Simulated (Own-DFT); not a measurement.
# PBE against PBEsol on the same cells

Calculated results; nothing here was measured. The program, named Own-DFT, is a retired in-house plane-wave density functional code that no person has reviewed. Each row is one single-point run on a periodic cell that was not relaxed, without spin or spin-orbit coupling.

Known limits, some of them of some rows only: forces on such cells failed a check on a denser k mesh; forces on such cells moved up to 12 meV/angstrom on a denser k mesh; stress not checked against mesh or cutoff.

Each cell was run twice at the same cutoff, k mesh and smearing, with PBE and with PBEsol, on PseudoDojo norm-conserving files made for PBE. Atoms were moved at random from their sites; u is the rms move along one axis. Files made for PBEsol would give a somewhat different change.

| cell | atoms | volume (Å³/atom) | u (Å) | cutoff (hartree) | P with PBE (GPa) | P with PBEsol (GPa) | change (GPa) |
|---|---|---|---|---|---|---|---|
| C11b WSi2 with one Si vacancy (Si19W10) | 29 | 13.90 | 0.082 | 50 | 7.79 | 3.79 | -3.99 |
| C11b WSi2 with one Si vacancy (Si19W10) | 29 | 13.90 | 0.081 | 50 | 7.84 | 3.84 | -4.00 |
| C11b WSi2 with one Si vacancy (Si19W10) | 29 | 13.90 | 0.075 | 50 | 6.08 | ? | ? |
| C40 NbSi2 with one Si vacancy (Nb12Si23) | 35 | 15.06 | 0.030 | 42 | 1.05 | -2.52 | -3.57 |
| C40 NbSi2 with one Si vacancy (Nb12Si23) | 35 | 15.06 | 0.082 | 42 | 3.47 | -0.10 | -3.57 |
| C40 NbSi2 with one Si vacancy (Nb12Si23) | 35 | 15.06 | 0.077 | 42 | 3.65 | 0.08 | -3.56 |
| L1_0 TiAl with two Al vacancies (Al14Ti16) | 30 | 17.13 | 0.052 | 42 | -0.12 | -2.82 | -2.70 |
| L1_0 TiAl with two Al vacancies (Al14Ti16) | 30 | 17.13 | 0.044 | 42 | -0.46 | -3.16 | -2.70 |
| L1_0 TiAl with two Al vacancies (Al14Ti16) | 30 | 17.13 | 0.054 | 42 | -0.07 | -2.78 | -2.71 |
| diamond-structure SiGeSn with randomly placed atoms (Ge44Si16Sn4) | 64 | 22.58 | 0.029 | 49 | 3.91 | 1.24 | -2.67 |
| diamond-structure SiGeSn with randomly placed atoms (Ge44Si16Sn4) | 64 | 22.58 | 0.029 | 49 | 3.86 | 1.19 | -2.67 |
| diamond-structure SiGeSn with randomly placed atoms (Ge44Si16Sn4) | 64 | 23.27 | 0.053 | 49 | 2.11 | -0.41 | -2.53 |

## Worked reading

Mean change of pressure by composition, in GPa: Si19W10, -4.00; Nb12Si23, -3.57; Al7Ti8, -2.70; Ge11Si4Sn, -2.62. At a fixed cell PBEsol gives the lower pressure, because it favours a smaller volume than PBE. Here the change varies more between materials than between cells of one material.

## Withheld value

Question: what PBEsol pressure should the Si19W10 cell with the blank give?

Adding the mean change of the cells with its composition, -4.00 GPa, to 6.08 gives 2.1 GPa. The calculation gave 2.11 GPa.
